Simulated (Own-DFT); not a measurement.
# Computed records: TiO2 (rutile, atoms displaced)

All values are calculated (Own-DFT development build). A calculation, not a measurement: plane-wave PBE density functional theory by an unreviewed code, no spin, of a simulated periodic cell, stress positive in tension, free energy of the whole cell less one offset for each atom, oxygen file: force components 24 meV/angstrom off all-electron in one glass; forces on such cells passed a denser k mesh, this cell's mesh not checked; offsets are fitted by least squares, one for each functional and potential file, so energies compare only between cells with the same atoms and settings and are not formation energies; the far tail of each file's local potential was reset to the Coulomb form; each entry is a single point on an unrelaxed cell, so the pressure reflects the starting lattice, mostly measured values (interpolated for alloys), from which strain is counted, and rises with the displacements; printed positions are rounded, which can move forces by about a meV/angstrom; the program, named Own-DFT, is a retired in-house code; no spin-orbit coupling; before rounding, a Quantum ESPRESSO 7.3.1 run of the same cell and cutoff gave forces within 1 meV/angstrom rms on each cell, which checks the program and not the settings.

Settings shared by all entries: functional PBE; potential files PseudoDojo norm-conserving, scalar-relativistic, standard set; wave cutoff 72 hartree; occupations Fermi-Dirac; smearing width 0.1 eV; k mesh 3 x 3 x 3 centred on Gamma.

(1) TiO2 (rutile, atoms displaced)

```
cell vectors (Å)
   9.1874     0.0000     0.0000
   0.0000     9.1874     0.0000
   0.0000     0.0000     8.8761
atoms (fractions of the cell vectors)
Ti  0.99991  0.00180  0.98657
Ti  0.25016  0.24452  0.17716
O   0.15111  0.15239  0.99258
O   0.33898  0.34087  0.00477
O   0.40155  0.09442  0.16599
O   0.09315  0.40931  0.15886
Ti  0.00650  0.99372  0.32907
Ti  0.25249  0.24630  0.48871
O   0.15103  0.14309  0.33272
O   0.34640  0.35492  0.33554
O   0.40672  0.10638  0.50004
O   0.10399  0.39851  0.49112
Ti  0.00200  0.00060  0.66582
Ti  0.25115  0.25077  0.82800
O   0.15472  0.13326  0.66313
O   0.34843  0.34862  0.66648
O   0.39665  0.09699  0.84021
O   0.08939  0.39874  0.83435
Ti  0.99877  0.49914  0.99772
Ti  0.24912  0.75206  0.17254
O   0.15431  0.65208  0.00279
O   0.35461  0.85143  0.99080
O   0.38535  0.58689  0.16722
O   0.09272  0.89517  0.17376
Ti  0.00234  0.50743  0.33624
Ti  0.25097  0.74816  0.49169
O   0.15342  0.64883  0.33927
O   0.35133  0.84774  0.34101
O   0.40053  0.60148  0.49794
O   0.09557  0.91630  0.49700
Ti  0.00390  0.50477  0.65800
Ti  0.24550  0.75029  0.83183
O   0.15473  0.65526  0.67105
O   0.35035  0.84953  0.66267
O   0.40175  0.60207  0.83052
O   0.10362  0.90574  0.83892
Ti  0.50332  0.99861  0.99602
Ti  0.74710  0.25309  0.17672
O   0.65120  0.15456  0.00204
O   0.85010  0.34936  0.99390
O   0.90394  0.08900  0.17477
O   0.59596  0.39471  0.16688
Ti  0.49381  0.00085  0.33274
Ti  0.74283  0.25479  0.49925
O   0.65082  0.15583  0.33037
O   0.83612  0.35143  0.32609
O   0.90320  0.10049  0.51247
O   0.59272  0.40140  0.50047
Ti  0.49626  0.98864  0.65301
Ti  0.74465  0.24947  0.82998
O   0.64272  0.15071  0.67623
O   0.84331  0.34379  0.67675
O   0.90241  0.10200  0.82701
O   0.60184  0.40878  0.82193
Ti  0.49370  0.49741  0.00259
Ti  0.74847  0.75841  0.16087
O   0.65208  0.65092  0.00338
O   0.85125  0.84415  0.98927
O   0.90533  0.59903  0.16205
O   0.59810  0.89676  0.16676
Ti  0.50712  0.49848  0.33530
Ti  0.74979  0.75757  0.50161
O   0.64748  0.65878  0.33252
O   0.84812  0.84189  0.33188
O   0.89965  0.60451  0.50998
O   0.60164  0.90539  0.50292
Ti  0.50184  0.49560  0.66507
Ti  0.75533  0.75786  0.83993
O   0.64842  0.65566  0.65890
O   0.84797  0.84835  0.66637
O   0.89976  0.59579  0.81927
O   0.59564  0.89752  0.84187
```

The calculation gives: free energy of cell above offsets -16.333 eV; pressure 6.4 GPa; stress xx -6.41 GPa; stress yy -6.11 GPa; stress zz -6.66 GPa; stress yz -0.4 GPa; stress xz -0.17 GPa; stress xy -0.07 GPa.

Force:
```tsv
element	x (eV/Å)	y (eV/Å)	z (eV/Å)
Ti	0.121	1.929	1.247
Ti	-0.389	0.669	-3.263
O	-0.573	-0.521	1.293
O	1.074	0.854	-0.079
O	-0.353	0.271	1.189
O	0.851	-1.117	1.807
Ti	-2.234	0.107	0.136
Ti	-0.61	0.438	2.619
O	1.153	1.361	0.054
O	-0.571	-1.286	-0.319
O	0.295	-0.803	-0.578
O	-0.961	0.422	0.133
Ti	-0.644	0.601	-1.055
Ti	-0.227	-0.631	0.468
O	1.384	2.151	-0.091
O	-0.597	-0.403	-0.616
O	0.4	-0.005	-0.513
O	0.952	-0.07	-0.926
Ti	-0.82	-0.57	-0.626
Ti	0.106	-0.28	-3.041
O	0.368	0.901	-0.056
O	-1.205	-1.035	1.511
O	1.164	0.254	-0.044
O	1.199	-0.694	-1.025
Ti	-0.976	-0.49	-1.971
Ti	0.276	-0.164	2.563
O	-0.1	0.522	-0.471
O	-0.125	0.188	-0.733
O	-0.161	-0.117	-0.425
O	1.51	-2.552	0.335
Ti	-0.519	-0.665	2.484
Ti	0.972	-0.298	1.226
O	-0.402	-0.262	-1.057
O	-0.496	-0.177	-0.179
O	0.239	-0.739	0.568
O	-0.35	-0.407	-0.084
Ti	-0.166	0.793	-1.207
Ti	0.956	-1.12	-3.25
O	-0.139	-0.334	0.159
O	-0.483	-0.16	0.77
O	-0.571	0.825	-0.919
O	-1.007	1.26	-0.098
Ti	0.958	0.427	-1.349
Ti	1.573	-1.369	1.581
O	-0.692	-0.94	0.977
O	1.309	0.972	1.848
O	-1.155	0.777	-0.943
O	0.426	-0.379	-0.556
Ti	0.182	1.107	3.033
Ti	0.186	0.011	1.245
O	0.16	0.064	-1.303
O	0.406	0.588	-2.115
O	0.324	-0.918	1.047
O	-0.755	0.026	1.299
Ti	-0.231	0.45	-0.905
Ti	0.121	-1.133	1.24
O	-0.185	-0.261	0
O	0.621	0.753	1.411
O	-0.38	0.461	1.084
O	-0.377	0.837	0.723
Ti	0.012	1.591	-0.552
Ti	0.004	-0.876	0.506
O	-0.332	-0.932	-0.29
O	0.19	0.328	0.037
O	0.83	-1.058	-1.278
O	-0.469	0.538	-1.024
Ti	-0.219	1.669	1.381
Ti	-1.148	-1.875	-2.439
O	-0.075	-0.072	-0.018
O	-0.077	-0.027	0.258
O	0.082	0.474	0.329
O	0.372	0.121	-1.164
```

(2) TiO2 (rutile, atoms displaced)

```
cell vectors (Å)
   9.1874     0.0000     0.0000
   0.0000     9.1874     0.0000
   0.0000     0.0000     8.8761
atoms (fractions of the cell vectors)
Ti  0.00294  0.00050  0.00757
Ti  0.24714  0.25155  0.16875
O   0.14661  0.14153  0.99181
O   0.34911  0.35387  0.99875
O   0.40497  0.10109  0.16783
O   0.09979  0.40965  0.17473
Ti  0.99548  0.99758  0.33218
Ti  0.26263  0.24448  0.49912
O   0.14871  0.15233  0.33740
O   0.34477  0.34720  0.33725
O   0.39735  0.10307  0.50206
O   0.08910  0.40195  0.49610
Ti  0.00479  0.00427  0.67431
Ti  0.24284  0.24835  0.83294
O   0.15305  0.15021  0.66400
O   0.34728  0.34764  0.65293
O   0.41231  0.09389  0.83467
O   0.09282  0.40851  0.82933
Ti  0.00557  0.49276  0.99480
Ti  0.26125  0.75863  0.15801
O   0.15705  0.65173  0.99768
O   0.34088  0.85357  0.99584
O   0.41230  0.59210  0.16464
O   0.09099  0.89813  0.16891
Ti  0.99874  0.49804  0.33330
Ti  0.24798  0.74947  0.49837
O   0.15009  0.65140  0.32654
O   0.34179  0.84655  0.32297
O   0.40217  0.59923  0.50313
O   0.09402  0.90540  0.50634
Ti  0.99504  0.49826  0.66453
Ti  0.24539  0.74238  0.82590
O   0.14622  0.63874  0.66895
O   0.35056  0.83968  0.66273
O   0.40313  0.60359  0.83724
O   0.08956  0.91093  0.82391
Ti  0.50457  0.99979  0.99847
Ti  0.75088  0.24586  0.16413
O   0.64096  0.14913  0.99667
O   0.85215  0.34692  0.99921
O   0.90594  0.10550  0.15925
O   0.60354  0.40431  0.16378
Ti  0.49904  0.99394  0.32992
Ti  0.75429  0.24132  0.50844
O   0.65289  0.15715  0.32991
O   0.83930  0.35056  0.32888
O   0.90434  0.09305  0.49735
O   0.59639  0.40323  0.49660
Ti  0.50268  0.01385  0.66003
Ti  0.75412  0.24438  0.83367
O   0.65198  0.14615  0.67171
O   0.84709  0.34653  0.66720
O   0.90225  0.09692  0.82926
O   0.59446  0.40256  0.83165
Ti  0.49768  0.50263  0.00942
Ti  0.74775  0.75722  0.16014
O   0.64602  0.65741  0.00246
O   0.85219  0.83673  1.00000
O   0.89936  0.58425  0.17605
O   0.60126  0.90621  0.16253
Ti  0.49333  0.49725  0.32339
Ti  0.74995  0.74523  0.49879
O   0.65613  0.65101  0.33991
O   0.85257  0.85703  0.34578
O   0.90651  0.60750  0.49714
O   0.59061  0.90360  0.49794
Ti  0.49911  0.49999  0.66245
Ti  0.74381  0.74486  0.83374
O   0.65519  0.65313  0.67204
O   0.84712  0.84788  0.66973
O   0.89951  0.58856  0.82971
O   0.60015  0.91009  0.83430
```

The calculation gives: free energy of cell above offsets -16.298 eV; pressure 7.14 GPa; stress xx -7.17 GPa; stress yy -7.17 GPa; stress zz -7.07 GPa; stress yz -0.1 GPa; stress xz -0.29 GPa; stress xy -0.17 GPa.

Force:
```tsv
element	x (eV/Å)	y (eV/Å)	z (eV/Å)
Ti	-0.605	-1.182	-0.904
Ti	-0.138	-0.23	0.704
O	1.644	1.86	0.226
O	-1.42	-1.292	-0.034
O	-0.709	0.158	0.336
O	1.298	-1.786	-1.642
Ti	0.607	0.031	1.511
Ti	-2.767	1.13	0.001
O	0.627	0.335	-1.205
O	0.35	0.34	-1.304
O	1.407	-1.559	-0.777
O	0.494	-0.654	0.857
Ti	-1.182	-0.982	-1.854
Ti	0.806	0.051	-0.618
O	0.723	1.046	0.898
O	-0.137	0.17	1.86
O	-2.048	1.461	-0.613
O	1.783	-2.086	0.311
Ti	-1.047	1.408	1.478
Ti	-2.1	-0.944	0.019
O	-0.491	-0.247	0.111
O	0.255	0.007	0.032
O	-2.101	2.194	0.693
O	0.516	0.078	-0.599
Ti	-0.219	0.613	0.503
Ti	-0.951	-0.381	-0.286
O	0.99	0.638	0.442
O	1.065	0.814	1.125
O	-0.217	0.189	-0.852
O	1.132	-0.86	-0.894
Ti	-0.192	0.42	-1.68
Ti	0.572	-0.121	-0.169
O	1.319	1.695	-0.242
O	-0.587	0.335	0.046
O	-0.239	-0.108	-0.293
O	1.722	-1.926	1.868
Ti	-0.536	0.079	-1.291
Ti	-0.066	0.939	1.391
O	1.696	1.288	0.138
O	-0.465	-0.67	-0.433
O	-0.063	-0.643	0.16
O	-0.658	0.099	0.233
Ti	0.633	0.673	-0.079
Ti	0.377	0.877	-2.379
O	-0.679	-1.112	0.358
O	0.044	-0.887	0.485
O	-1.294	1.564	0.108
O	0.043	-0.246	0.349
Ti	-0.512	-2.135	1.55
Ti	-0.339	1.103	1.006
O	0.612	0.806	-0.6
O	-0.698	-0.778	-0.022
O	-1.11	0.969	1.114
O	0.373	-0.271	-0.038
Ti	1.244	-1.333	-3.657
Ti	1.172	-1.638	0.829
O	0.306	0.166	0.544
O	0.169	0.611	0.453
O	-1.031	1.763	-1.754
O	0.025	-0.434	1.111
Ti	1.962	-0.449	2.968
Ti	0.85	0.196	0.743
O	-0.628	0.185	-0.915
O	-1.271	-0.867	-1.232
O	-0.458	-0.251	0.627
O	-0.051	0.238	-0.349
Ti	0.715	-0.389	0.501
Ti	0.826	0.831	-1.431
O	-0.674	-0.435	-0.57
O	-0.477	-0.159	0.226
O	-0.47	0.7	0.937
O	0.27	-1.003	-0.135
```

(3) TiO2 (rutile, atoms displaced)

```
cell vectors (Å)
   9.1874     0.0000     0.0000
   0.0000     9.1874     0.0000
   0.0000     0.0000     8.8761
atoms (fractions of the cell vectors)
Ti  0.00036  0.00472  0.00647
Ti  0.25142  0.24313  0.15689
O   0.15109  0.15047  0.99991
O   0.35123  0.35336  0.99875
O   0.40739  0.09228  0.15907
O   0.09674  0.40077  0.16453
Ti  0.99892  0.99532  0.32898
Ti  0.25762  0.23985  0.49170
O   0.14028  0.15168  0.33953
O   0.34848  0.34741  0.32855
O   0.39857  0.09946  0.49781
O   0.09961  0.40577  0.50557
Ti  0.99427  0.99494  0.67089
Ti  0.24609  0.24395  0.83596
O   0.15073  0.15977  0.66097
O   0.35526  0.35104  0.67107
O   0.39781  0.09771  0.83436
O   0.09295  0.40293  0.82582
Ti  0.99827  0.49775  0.99582
Ti  0.25748  0.74712  0.16689
O   0.15444  0.64276  0.00016
O   0.34605  0.84334  0.99998
O   0.40165  0.60161  0.16389
O   0.10002  0.90830  0.17503
Ti  0.99814  0.49521  0.33400
Ti  0.25251  0.74381  0.50616
O   0.15932  0.64615  0.32386
O   0.34281  0.85038  0.33668
O   0.40750  0.59352  0.49415
O   0.08894  0.91153  0.49237
Ti  0.00839  0.50246  0.67180
Ti  0.23677  0.75268  0.83631
O   0.14782  0.65931  0.66115
O   0.34862  0.84958  0.67361
O   0.39268  0.60090  0.84023
O   0.10581  0.90434  0.84250
Ti  0.49803  0.00158  0.99858
Ti  0.74480  0.25058  0.17246
O   0.64235  0.15255  0.00293
O   0.84480  0.35621  0.99341
O   0.89888  0.09616  0.16711
O   0.59279  0.40598  0.16387
Ti  0.50281  0.00274  0.34475
Ti  0.75044  0.25504  0.51135
O   0.64951  0.15492  0.33360
O   0.85384  0.34949  0.33014
O   0.91434  0.09666  0.48934
O   0.60512  0.40005  0.49336
Ti  0.50109  0.99978  0.66453
Ti  0.74383  0.24198  0.83345
O   0.65420  0.15170  0.65445
O   0.84617  0.35044  0.66205
O   0.89965  0.08870  0.83687
O   0.59548  0.40919  0.84450
Ti  0.49796  0.49192  0.00282
Ti  0.75310  0.75315  0.17748
O   0.65661  0.65518  0.99962
O   0.84382  0.84160  0.00815
O   0.90410  0.59633  0.17741
O   0.59633  0.88815  0.16263
Ti  0.49481  0.49946  0.32807
Ti  0.74475  0.74605  0.50063
O   0.64862  0.65433  0.33457
O   0.85375  0.84529  0.33462
O   0.90238  0.60130  0.50591
O   0.60090  0.90007  0.49207
Ti  0.50317  0.49844  0.66166
Ti  0.74874  0.74389  0.84118
O   0.65146  0.64752  0.66270
O   0.85016  0.85252  0.65619
O   0.90806  0.60510  0.82704
O   0.59097  0.89596  0.83773
```

It finds free energy of cell above offsets -16.326 eV; pressure 6.5 GPa; stress xx -6.55 GPa; stress yy -6.65 GPa; stress zz -6.29 GPa; stress yz 0.13 GPa; stress xz 0.71 GPa; stress xy 0.02 GPa.

Force:
```tsv
element	x (eV/Å)	y (eV/Å)	z (eV/Å)
Ti	-0.793	-1.593	0.74
Ti	-0.205	0.979	2.114
O	0.16	0.407	-0.12
O	-1.728	-1.853	0.274
O	-1.226	1.011	1.173
O	0.486	-0.725	-0.548
Ti	-0.208	0.138	1.561
Ti	-2.629	1.891	0.492
O	2.449	1.586	-0.881
O	-0.143	-0.464	-0.222
O	1.308	-1.121	0.567
O	0.323	-0.099	-0.147
Ti	0.285	-0.02	-2.524
Ti	0.403	0.774	-2.863
O	0.37	-0.259	1.041
O	-0.316	-0.65	-0.043
O	0.347	-0.01	-0.816
O	0.924	-0.964	1.385
Ti	-0.003	0.591	1.594
Ti	-0.578	0.356	0.459
O	-0.423	0.564	0.046
O	-0.023	0.623	-0.242
O	0.627	-0.466	0.615
O	0.512	-0.613	-2.169
Ti	0.674	0.63	0.548
Ti	-0.339	0.836	-1.883
O	-0.051	0.335	1.218
O	0.642	0.362	0.287
O	-0.77	0.663	0.742
O	2.114	-2.077	1.719
Ti	-0.739	-0.029	-2.651
Ti	1.872	-1.232	1.059
O	0.232	0.045	0.277
O	0.277	0.266	-1.208
O	0.922	-0.549	-0.912
O	-1.32	0.913	-0.448
Ti	0.06	-1.939	0.719
Ti	0.832	0.207	0.441
O	1.246	0.755	-0.666
O	-0.723	-1.35	-0.211
O	-0.741	0.856	-1.162
O	1.142	-0.98	0.776
Ti	-0.049	-1.147	-3.018
Ti	1.919	0.256	-2.186
O	-0.112	-0.184	-0.452
O	-1.241	-1.038	-0.354
O	-2.244	1.503	2.01
O	-0.78	0.444	0.233
Ti	-0.559	-1.603	1.955
Ti	0.566	1.17	1.143
O	-0.794	-0.794	1.702
O	-0.323	-0.51	1.238
O	-0.877	1.162	0.152
O	1.128	-1.398	-1.635
Ti	-0.266	2.439	-1.668
Ti	-0.141	-0.253	-0.901
O	-0.214	-0.75	-0.402
O	1.267	1.109	-1.096
O	-0.093	-0.023	-1.096
O	-0.667	1.51	0.585
Ti	0.257	0.302	0.077
Ti	1.679	-1.178	0.133
O	-0.098	-0.45	0.234
O	-1.049	-0.471	0.151
O	-0.189	-0.128	-0.567
O	-0.96	1.015	0.968
Ti	-0.939	-0.041	1.373
Ti	-0.222	-0.03	0.825
O	0.181	0.496	0.46
O	-0.444	-0.068	0.851
O	-0.352	0.075	0.662
O	0.366	0.789	-1.512
```
